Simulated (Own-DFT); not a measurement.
# How strain changes the stress of hcp Ru, 36 atoms (Ru36)

All numbers below are calculated, not measured. They come from Own-DFT, an in-house plane-wave density functional program, since retired, whose code no person has reviewed. Each row is one single-point run on a periodic cell that was not relaxed, without spin or spin-orbit coupling.

Settings of every run: PBE; PseudoDojo norm-conserving scalar-relativistic files; cutoff 50 hartree; 5 x 5 x 4 k mesh centred on Gamma; cold (Marzari-Vanderbilt) smearing of 0.2 eV.

Known limits: forces on such cells failed a check on a denser k mesh; stress not checked against mesh or cutoff.

Unstrained cell vectors in Å: (8.118, 0.000, 0.000); (-4.059, 7.030, 0.000); (0.000, 0.000, 8.563). The unstrained cell has measured lattice constants (interpolated for alloys), not those of this functional. That, the random moves and any unrelaxed bonds set the pressure at no strain. Each run strains this cell uniformly, with the atoms carried along. Every atom was also moved at random, by a Gaussian of width 0.05 Å on each axis. Strain is the symmetric tensor, in per cent. Stress is positive in tension, and the pressure is minus a third of its trace.

| run | e_xx (%) | e_yy (%) | e_zz (%) | e_yz (%) | e_xz (%) | e_xy (%) | s_xx (GPa) | s_yy (GPa) | s_zz (GPa) | s_yz (GPa) | s_xz (GPa) | s_xy (GPa) | P (GPa) | E (meV/atom) |
|---|---|---|---|---|---|---|---|---|---|---|---|---|---|---|
| 1 | 0.52 | 1.32 | -1.67 | -1.74 | 1.16 | -0.53 | -5.27 | -2.93 | -16.22 | -7.02 | 4.77 | -2.29 | 8.14 | 29.8 |
| 2 | -0.33 | -1.73 | -0.73 | 0.10 | 1.78 | -0.44 | -16.82 | -21.59 | -19.60 | 0.76 | 7.55 | -2.52 | 19.34 | 74.2 |
| 3 | -0.64 | 1.87 | -1.66 | -0.53 | 0.95 | -1.68 | -11.97 | -2.05 | -17.40 | -1.64 | 3.40 | -6.95 | 10.47 | 37.7 |
| 4 | 0.75 | 0.09 | -1.10 | -0.55 | -1.27 | -1.83 | -5.38 | -8.08 | -13.22 | -2.14 | -4.97 | -7.38 | 8.89 | 19.1 |
| 5 | 1.44 | -0.50 | -0.76 | -1.72 | 1.56 | -1.20 | -2.08 | -9.08 | -11.60 | -6.51 | 5.58 | -4.54 | 7.59 | 21.1 |
| 6 | 1.07 | -0.36 | 0.22 | -0.58 | 0.58 | -1.74 | -1.49 | -7.18 | -4.10 | -2.42 | 2.11 | -7.00 | 4.25 | 0.0 |
| 7 | 0.07 | 1.36 | -0.78 | -0.56 | -1.18 | 1.34 | -6.11 | -0.96 | -10.12 | -2.65 | -4.47 | 5.44 | 5.73 | 9.3 |
| 8 | 1.56 | -1.85 | 1.92 | -1.09 | 1.42 | -1.05 | 1.19 | -12.13 | 3.54 | -3.51 | 5.01 | -4.06 | 2.47 | 20.0 |
| 9 | -1.55 | -0.96 | -0.46 | 1.04 | 0.17 | -1.85 | -22.09 | -18.91 | -16.18 | 4.13 | 0.89 | -8.94 | 19.06 | 56.3 |
| 10 | -0.60 | -1.23 | -0.60 | 0.48 | -1.13 | -1.50 | -16.98 | -19.26 | -16.31 | 1.64 | -4.45 | -6.15 | 17.52 | 60.3 |
| 11 | -0.48 | -0.95 | 1.54 | -1.82 | 0.58 | -1.98 | -10.03 | -13.29 | -1.34 | -6.43 | 1.74 | -8.16 | 8.22 | 43.3 |
| 12 | 0.90 | -0.58 | -1.66 | 0.32 | 1.78 | -1.76 | -6.92 | -14.01 | -18.74 | 1.19 | 7.39 | -7.14 | 13.22 | 40.1 |
| 13 | 1.61 | 1.03 | 0.40 | -0.82 | 0.49 | -1.10 | 4.30 | 1.77 | -0.98 | -2.36 | 1.20 | -3.91 | -1.70 | 5.5 |
| 14 | -0.99 | -1.92 | -1.16 | 0.28 | 1.06 | -1.68 | -21.37 | -26.82 | -23.16 | 1.92 | 3.84 | -7.79 | 23.78 | 78.7 |
| 15 | 1.61 | 0.20 | 1.70 | -0.65 | 0.70 | 0.84 | 4.71 | -0.32 | 6.65 | -2.05 | 2.44 | 2.87 | -3.68 | 3.0 |
| 16 | 1.01 | -1.87 | -0.95 | 1.09 | 1.43 | 0.83 | ? | ? | ? | ? | ? | ? | ? | ? |

E is the free energy for each atom above the lowest run shown.

## Worked fit

Each stress component was fitted by least squares to a constant and the strains of the runs shown, as fractions, with shears doubled. Shear strains stay in the fit of a normal stress only where such slopes are resolved. The slopes, in GPa:

| stress | at no strain | per e_xx | per e_yy | per e_zz | scatter |
|---|---|---|---|---|---|
| s_xx | -8.6 | 646 ± 17 | 227 ± 14 | 193 ± 15 | 0.59 |
| s_yy | -8.8 | 255 ± 20 | 626 ± 17 | 203 ± 18 | 0.69 |
| s_zz | -8.5 | 215 ± 25 | 225 ± 21 | 676 ± 22 | 0.86 |

Each shear stress against twice its own strain: yz 196 ± 8, xz 196 ± 5, xy 196 ± 5 GPa. These are stiffnesses along x, y and z of the frame in which the cell vectors are given, which need not be the crystal's axes. The atoms are held to the strained lattice; where symmetry lets them move under strain, relaxing them would lower some slopes. The table should be nearly symmetric about its diagonal, and what it lacks of that shows the noise. A ninth of its sum, 363 ± 6 GPa, estimates the bulk modulus near the mean pressure of these runs, 9.6 GPa, so it lies above the value at zero pressure.

## Withheld run

Question: what normal stresses and pressure should run 16 give?

The fit gives s_xx = -8.2, s_yy = -19.9, s_zz = -17.0 and P = 15.0 GPa. The calculation gave -7.89, -19.72, -17.08 and P = 14.90 GPa.
